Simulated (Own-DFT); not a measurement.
# How strain changes the stress of diamond-structure SiGeSn with randomly placed atoms, 64 atoms (Ge40Si16Sn8)

Calculated results; nothing here was measured. They come from Own-DFT, an in-house plane-wave density functional program, since retired, whose code no person has reviewed. Each row is one single-point run on a periodic cell that was not relaxed, without spin or spin-orbit coupling.

Settings of every run: PBE; PseudoDojo norm-conserving scalar-relativistic files; cutoff 49 hartree; 3 x 3 x 3 k mesh centred on Gamma; Fermi-Dirac smearing of 0.1 eV.

Known limits: forces on such cells moved up to 12 meV/angstrom on a denser k mesh; stress not checked against mesh or cutoff.

Unstrained cell vectors in Å: (11.410, 0.000, 0.000); (0.000, 11.410, 0.000); (0.000, 0.000, 11.410). The unstrained cell has measured lattice constants (interpolated for alloys), not those of this functional. That, the random moves and any unrelaxed bonds set the pressure at no strain. Each run strains this cell uniformly, with the atoms carried along. Every atom was also moved at random, by a Gaussian of width 0.05 Å on each axis. The random placing of the alloy's atoms differs from row to row. Strain is the symmetric tensor, in per cent. Stress is positive in tension, and the pressure is minus a third of its trace.

| run | e_xx (%) | e_yy (%) | e_zz (%) | s_xx (GPa) | s_yy (GPa) | s_zz (GPa) | P (GPa) | E (meV/atom) |
|---|---|---|---|---|---|---|---|---|
| 1 | 0.75 | 0.75 | 0.00 | -3.40 | -3.61 | -3.82 | 3.61 | 9.0 |
| 2 | -0.50 | -0.50 | 0.00 | -5.39 | -5.45 | -5.18 | 5.34 | 7.3 |
| 3 | -3.00 | -3.00 | 0.00 | -11.06 | -11.09 | -8.92 | 10.36 | 84.0 |
| 4 | -1.25 | -1.25 | 0.00 | -6.94 | -7.02 | -6.14 | 6.70 | 25.3 |
| 5 | 1.50 | 1.50 | 0.00 | -2.20 | -2.36 | -3.16 | 2.58 | 3.1 |
| 6 | -2.25 | -2.25 | 0.00 | -9.32 | -9.45 | -7.88 | 8.88 | 67.5 |
| 7 | 0.50 | 0.50 | 0.00 | -3.78 | -3.85 | -3.82 | 3.82 | 0.0 |
| 8 | 2.75 | 2.75 | 0.00 | -0.53 | -0.47 | -2.04 | 1.01 | 4.1 |
| 9 | 0.25 | 0.25 | 0.00 | ? | ? | ? | ? | ? |

E is the free energy for each atom above the lowest run shown.

## Worked fit

The change of volume is close to e_xx + e_yy + e_zz. A straight line through the runs shown gives P = 5.01 - 82 x (fractional change of volume) GPa, with an error of 4 on the slope and a scatter of 0.44 GPa. The strain isn't the same on all axes, but the crystal is cubic, so the slope still estimates the bulk modulus, averaged over pressures from 1.0 to 10.4 GPa.

## Withheld run

Question: what pressure should run 9 give? Its volume changes by 0.50 %.

The line gives 4.6 GPa. The calculation gave 4.10 GPa.
